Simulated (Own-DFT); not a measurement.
AlSi17C18 (4H silicon carbide with substituted atoms, atoms displaced) (calculated)

Computed with Own-DFT development build. A calculation, not a measurement: plane-wave PBE density functional theory by an unreviewed code, no spin, of a simulated periodic cell, stress positive in tension, free energy of the whole cell less one offset for each atom, not probed for a lower state with spin; forces on such cells passed a denser k mesh, this cell's mesh not checked; offsets are fitted by least squares, one for each functional and potential file, so energies compare only between cells with the same atoms and settings and are not formation energies; the far tail of each file's local potential was reset to the Coulomb form; each entry is a single point on an unrelaxed cell, so the pressure reflects the starting lattice, mostly measured values (interpolated for alloys), from which strain is counted, and rises with the displacements; printed positions are rounded, which can move forces by about a meV/angstrom; the program, named Own-DFT, is a retired in-house code; no spin-orbit coupling; before rounding, a Quantum ESPRESSO 7.3.1 run of the same cell and cutoff gave forces within 1 meV/angstrom rms on each cell, which checks the program and not the settings.

Settings shared by all entries: functional PBE; potential files PseudoDojo norm-conserving, scalar-relativistic, standard set; wave cutoff 42 hartree; occupations Fermi-Dirac; smearing width 0.1 eV; k mesh 4 x 4 x 3 centred on Gamma.

(1) AlSi17C18 (4H silicon carbide with substituted atoms, atoms displaced)

```
CELL_PARAMETERS angstrom
9.24810 0.00000 0.00000
-4.62410 8.00910 0.00000
0.00000 0.00000 10.06810
ATOMIC_POSITIONS crystal
Al 0.00720 0.01403 0.41116
Si 0.13079 0.23684 0.16288
C 0.97636 0.98994 0.08502
C 0.11424 0.22727 0.35886
Si 0.99650 0.32788 0.40261
Si 0.09427 0.53438 0.14513
C 0.99909 0.33186 0.10944
C 0.11549 0.56780 0.34693
Si 0.99513 0.66401 0.40754
Si 0.10035 0.88889 0.16296
C 0.01401 0.68576 0.10378
C 0.10697 0.88436 0.34998
Si 0.33244 0.00581 0.39896
Si 0.46611 0.23865 0.16069
C 0.34721 0.02341 0.08102
C 0.43804 0.23453 0.34709
Si 0.33670 0.34291 0.40281
Si 0.45280 0.56008 0.15283
C 0.33407 0.33452 0.09408
C 0.44983 0.56259 0.35057
Si 0.33388 0.66482 0.41209
Si 0.41705 0.87406 0.14727
C 0.32658 0.65750 0.08809
C 0.42698 0.87488 0.33691
Si 0.66950 0.00041 0.40360
Si 0.77811 0.20733 0.15823
C 0.65894 0.99617 0.10528
C 0.78234 0.20215 0.34792
Si 0.66439 0.33571 0.39756
Si 0.79003 0.55986 0.15369
C 0.67815 0.34577 0.08703
C 0.78071 0.56430 0.35248
Al 0.68543 0.69151 0.40321
Si 0.77002 0.88097 0.15168
C 0.67345 0.66260 0.09599
C 0.77452 0.89180 0.34141
Si 0.98938 0.99943 0.90567
Si 0.88088 0.78308 0.65060
C 0.99409 0.98689 0.58771
C 0.88191 0.77753 0.82944
Si 0.00411 0.66522 0.91328
Si 0.90797 0.46190 0.66163
C 0.99543 0.64208 0.59069
C 0.89380 0.45632 0.84310
Si 0.99369 0.33970 0.91245
Si 0.89210 0.13171 0.65483
C 0.99045 0.33959 0.59733
C 0.89805 0.12450 0.83935
Si 0.65246 0.00618 0.91119
Si 0.55916 0.77116 0.64964
C 0.67188 0.00149 0.60090
C 0.55217 0.78538 0.84984
Si 0.66361 0.65995 0.90164
Si 0.55540 0.44014 0.65236
C 0.65490 0.67521 0.58461
C 0.56177 0.45008 0.84054
Si 0.65739 0.31764 0.89777
Si 0.56427 0.10677 0.66225
C 0.66527 0.33353 0.58687
C 0.55275 0.10055 0.83264
Si 0.34288 0.00311 0.89884
Si 0.22779 0.78410 0.66154
C 0.32415 0.00769 0.59755
C 0.21068 0.77799 0.84437
Si 0.32652 0.67393 0.90186
Si 0.20839 0.44531 0.65065
C 0.32422 0.66854 0.58907
C 0.21026 0.43237 0.82950
Si 0.33370 0.32996 0.91713
Si 0.21649 0.09676 0.65721
C 0.32394 0.32453 0.60353
C 0.22665 0.11317 0.84604
```

* free energy of cell above offsets: 5.730 eV
* pressure: 9.39 GPa
* stress xx: -6.52 GPa
* stress yy: -12.75 GPa
* stress zz: -8.89 GPa
* stress yz: 1.25 GPa
* stress xz: 1.83 GPa
* stress xy: 1.56 GPa

Force:
| element | x (eV/Å) | y (eV/Å) | z (eV/Å) |
| --- | --- | --- | --- |
| Al | -0.443 | -2.806 | -1.787 |
| Si | -2.684 | -2.978 | 1.058 |
| C | 3.018 | 2.06 | 1.784 |
| C | 0.692 | 3.163 | -3.613 |
| Si | -0.136 | 2.527 | 1.308 |
| Si | 1.025 | 7.024 | 4.114 |
| C | 0.306 | -3.836 | -3.396 |
| C | 0.153 | -3.027 | -1.563 |
| Si | 0.977 | 0.372 | 0.347 |
| Si | 0.499 | 3.295 | -0.05 |
| C | 0.302 | -4.229 | -2.814 |
| C | 0.925 | 0.532 | -1.45 |
| Si | -0.27 | -0.958 | 1.403 |
| Si | -1.731 | -1.22 | -0.967 |
| C | -0.405 | -1.975 | 2.132 |
| C | 3.031 | -1.819 | -1.666 |
| Si | -1.062 | 0.733 | 2.93 |
| Si | -0.853 | 0.004 | 1.52 |
| C | 1.777 | 1.1 | 1.072 |
| C | -1.32 | -0.752 | -2.098 |
| Si | -0.624 | 0.054 | -2.075 |
| Si | 1.473 | 1.876 | 1.436 |
| C | -0.584 | -0.441 | -0.324 |
| C | 0.594 | 2.442 | 0.623 |
| Si | -0.742 | -3.388 | 1.29 |
| Si | -1.283 | 1.529 | 1.185 |
| C | -1.087 | -1.437 | -2.791 |
| C | -3.073 | 4.331 | -1.967 |
| Si | 1.158 | 0.418 | 1.732 |
| Si | -0.664 | 0.657 | 1.837 |
| C | 1.22 | -1.856 | 0.548 |
| C | 1.678 | -2.818 | -3.026 |
| Al | -0.723 | -3.781 | 0.369 |
| Si | -0.883 | 0.484 | 2.14 |
| C | -0.914 | -0.165 | -1.542 |
| C | -0.49 | 4.028 | -2.877 |
| Si | 1.372 | -0.009 | -1.745 |
| Si | 0.624 | -2.435 | -0.588 |
| C | -0.512 | 2.854 | 3.886 |
| C | 0.659 | -0.003 | 3.215 |
| Si | -3.038 | 1.706 | -0.382 |
| Si | -2.966 | -5.981 | 1.058 |
| C | -1.163 | 8.886 | -1.486 |
| C | -0.462 | -2.109 | 1.476 |
| Si | 1.882 | -0.67 | -1.074 |
| Si | 1.639 | -3.426 | 0.529 |
| C | 1.603 | -0.293 | -2.337 |
| C | -2.024 | -0.734 | 1.592 |
| Si | 4.766 | -1.739 | 0.656 |
| Si | -4.063 | 2.437 | 2.582 |
| C | -0.522 | -0.763 | -1.861 |
| C | 0.495 | -1.134 | -0.958 |
| Si | -0.219 | 2.192 | 0.597 |
| Si | -1.404 | 0.837 | -0.509 |
| C | 4.276 | -3.254 | 2.432 |
| C | -0.425 | -2.572 | 0.472 |
| Si | 0.092 | 3.333 | 0.406 |
| Si | -2.113 | 1.24 | -4.884 |
| C | 0.991 | -0.495 | 1.355 |
| C | -1.217 | 2.046 | 2.819 |
| Si | -3.235 | -0.274 | 0.633 |
| Si | -1.661 | -0.62 | -2.024 |
| C | 5.32 | -2.512 | -1.827 |
| C | 1.911 | 0.998 | 0.117 |
| Si | 1.582 | -2.23 | -0.442 |
| Si | 2.451 | -0.487 | -0.137 |
| C | 1.563 | 0.318 | 2.2 |
| C | 0.249 | 1.906 | 4.087 |
| Si | -0.72 | 0.572 | -4.246 |
| Si | -3.935 | 3.065 | 1.235 |
| C | -0.146 | 1.075 | -1.912 |
| C | -0.506 | -0.865 | 0.241 |

(2) AlSi17C18 (4H silicon carbide with substituted atoms, atoms displaced)

```
CELL_PARAMETERS angstrom
9.24810 0.00000 0.00000
-4.62410 8.00910 0.00000
0.00000 0.00000 10.06810
ATOMIC_POSITIONS crystal
Al 0.99821 0.01342 0.42021
Si 0.09076 0.20671 0.15069
C 0.00844 0.00528 0.09240
C 0.12214 0.23226 0.34750
Al 0.01132 0.33251 0.40888
Si 0.12553 0.56852 0.16958
C 0.02298 0.35043 0.10177
C 0.12881 0.55985 0.33840
Si 0.99769 0.66582 0.39974
Si 0.12581 0.88503 0.16884
C 0.98890 0.66343 0.07867
C 0.10872 0.88086 0.34840
Si 0.36285 0.00592 0.41305
Si 0.42272 0.21419 0.15791
C 0.32499 0.98372 0.09289
C 0.44743 0.22563 0.34446
Si 0.35881 0.35591 0.41510
Si 0.46010 0.56348 0.16094
C 0.32110 0.32474 0.09415
C 0.45235 0.55767 0.34782
Si 0.33841 0.65664 0.41718
Si 0.44745 0.89219 0.16040
C 0.34355 0.65670 0.10251
C 0.43959 0.89177 0.35367
Si 0.65415 0.98914 0.40434
Si 0.78983 0.21974 0.16055
C 0.65944 0.99383 0.09822
C 0.77873 0.23106 0.33761
Si 0.66901 0.33613 0.40840
Si 0.76754 0.55007 0.14515
C 0.68255 0.34470 0.10121
C 0.78969 0.56728 0.34203
Si 0.66715 0.68210 0.40442
Si 0.78915 0.91512 0.15573
C 0.68449 0.68080 0.08823
C 0.77689 0.88287 0.34182
Si 0.01419 0.01010 0.90263
Si 0.89436 0.78261 0.66194
C 0.98837 0.99978 0.59358
C 0.89348 0.78543 0.85193
Si 0.99963 0.67124 0.89953
Si 0.88492 0.43953 0.65416
C 0.99950 0.68838 0.60173
C 0.88062 0.44255 0.85051
Si 0.00683 0.32392 0.90986
Si 0.87445 0.09371 0.66383
C 0.98925 0.33346 0.57954
C 0.90782 0.12363 0.84269
Si 0.66340 0.98453 0.90572
Si 0.55555 0.77531 0.64849
C 0.66169 0.99949 0.60309
C 0.53922 0.75764 0.84230
Si 0.66316 0.68110 0.90485
Si 0.55803 0.42831 0.66749
C 0.67862 0.67647 0.59503
C 0.55135 0.44282 0.84092
Si 0.67570 0.34180 0.89962
Si 0.53784 0.10856 0.65672
C 0.66200 0.33105 0.58627
C 0.56776 0.10698 0.84639
Si 0.33273 0.99998 0.89972
Si 0.22131 0.77966 0.63756
C 0.32263 0.00070 0.58665
C 0.22063 0.78689 0.85449
Si 0.33474 0.66436 0.91152
Si 0.22216 0.44998 0.66575
C 0.31890 0.65066 0.59860
C 0.23220 0.43869 0.84802
Si 0.35148 0.33633 0.89875
Si 0.20249 0.11850 0.66932
C 0.32718 0.34214 0.58989
C 0.24236 0.13357 0.84457
```

- free energy of cell above offsets: 7.332 eV
- pressure: 9.98 GPa
- stress xx: -9.05 GPa
- stress yy: -9.15 GPa
- stress zz: -11.74 GPa
- stress yz: -0.04 GPa
- stress xz: 1.87 GPa
- stress xy: 0.31 GPa

Force:
| element | x (eV/Å) | y (eV/Å) | z (eV/Å) |
| --- | --- | --- | --- |
| Al | 1.243 | -0.804 | -4.176 |
| Si | 3.354 | 4.109 | 3.467 |
| C | -0.144 | -2.126 | -0.932 |
| C | 3.289 | -0.471 | -2.767 |
| Al | -2.018 | 0.579 | -3.178 |
| Si | -0.837 | -0.666 | -4.457 |
| C | -2.446 | -2.107 | -1.806 |
| C | -1.502 | 1.588 | 3.642 |
| Si | 1.417 | 0.305 | 1.784 |
| Si | -3.783 | -1.43 | -1.392 |
| C | 2.149 | 0.696 | 3.56 |
| C | 1.821 | 1.938 | -0.257 |
| Si | -7.688 | 2.249 | -0.495 |
| Si | 2.746 | 0.414 | -0.047 |
| C | 1.241 | 2.683 | -0.47 |
| C | 0.168 | -0.217 | 0.343 |
| Si | -1.983 | -4.335 | -1.662 |
| Si | 0.435 | -1.923 | -0.731 |
| C | 1.236 | 1.557 | -0.766 |
| C | 0.064 | 1.844 | -0.618 |
| Si | -1.753 | 0.752 | -1.716 |
| Si | -0.482 | -1.741 | 0.215 |
| C | -1.914 | 2.737 | -1.025 |
| C | 4.067 | -3.804 | -2.351 |
| Si | 2.873 | 2.774 | 0.801 |
| Si | -1.907 | 2.068 | -1.174 |
| C | 0.608 | 1.999 | -1.562 |
| C | -0.311 | -2.571 | 1.68 |
| Si | 0.546 | 1.172 | -2.719 |
| Si | 2.026 | 3.273 | 2.396 |
| C | -1.568 | -4.567 | -2.605 |
| C | -2.689 | -1.928 | -0.5 |
| Si | 3.407 | -2.447 | 1.25 |
| Si | 2.133 | -4.072 | 0.879 |
| C | -2.485 | -0.286 | 0.598 |
| C | -2.252 | 3.013 | -1.111 |
| Si | -0.076 | -0.545 | 1.456 |
| Si | -2.766 | 1.473 | 0.38 |
| C | 0.889 | -0.072 | 5.741 |
| C | -1.122 | 0.39 | -1.719 |
| Si | 0.306 | -0.901 | 0.642 |
| Si | 0.25 | 1.033 | 0.326 |
| C | 3.249 | -4.421 | -2.402 |
| C | 3.899 | 1.325 | -2.484 |
| Si | -1.246 | 3.996 | 1.038 |
| Si | 0.091 | 3.352 | -1.955 |
| C | 0.615 | -0.26 | 7.742 |
| C | -1.475 | -3.86 | 0.793 |
| Si | 0.041 | 1.348 | 0.112 |
| Si | -0.423 | -0.767 | 1.496 |
| C | -1.631 | -0.781 | -1.604 |
| C | 0.071 | 3.48 | -1.321 |
| Si | 3.465 | -2.302 | 0.646 |
| Si | -2.688 | 2.852 | -3.746 |
| C | -1.078 | -1.727 | 0.008 |
| C | 3.699 | 2.153 | 1.271 |
| Si | -1.752 | -2.466 | 3.181 |
| Si | 2.329 | -0.183 | 0.36 |
| C | 0.472 | -0.679 | 2.22 |
| C | -2.428 | 0.71 | -0.401 |
| Si | 1.336 | 1.227 | 1.59 |
| Si | -0.576 | 0.032 | 3.096 |
| C | 0.214 | 0.862 | 2.526 |
| C | 1.662 | -2.218 | -2.761 |
| Si | -2.042 | -0.742 | 0.76 |
| Si | -1.035 | -3.142 | -1.018 |
| C | 0.963 | 3.77 | -0.937 |
| C | -1.839 | 0.99 | 0.102 |
| Si | -3.424 | 1.206 | 4.178 |
| Si | 1.725 | 0.068 | -4.351 |
| C | 1.646 | -0.787 | 3.002 |
| C | -0.383 | -4.67 | -0.062 |
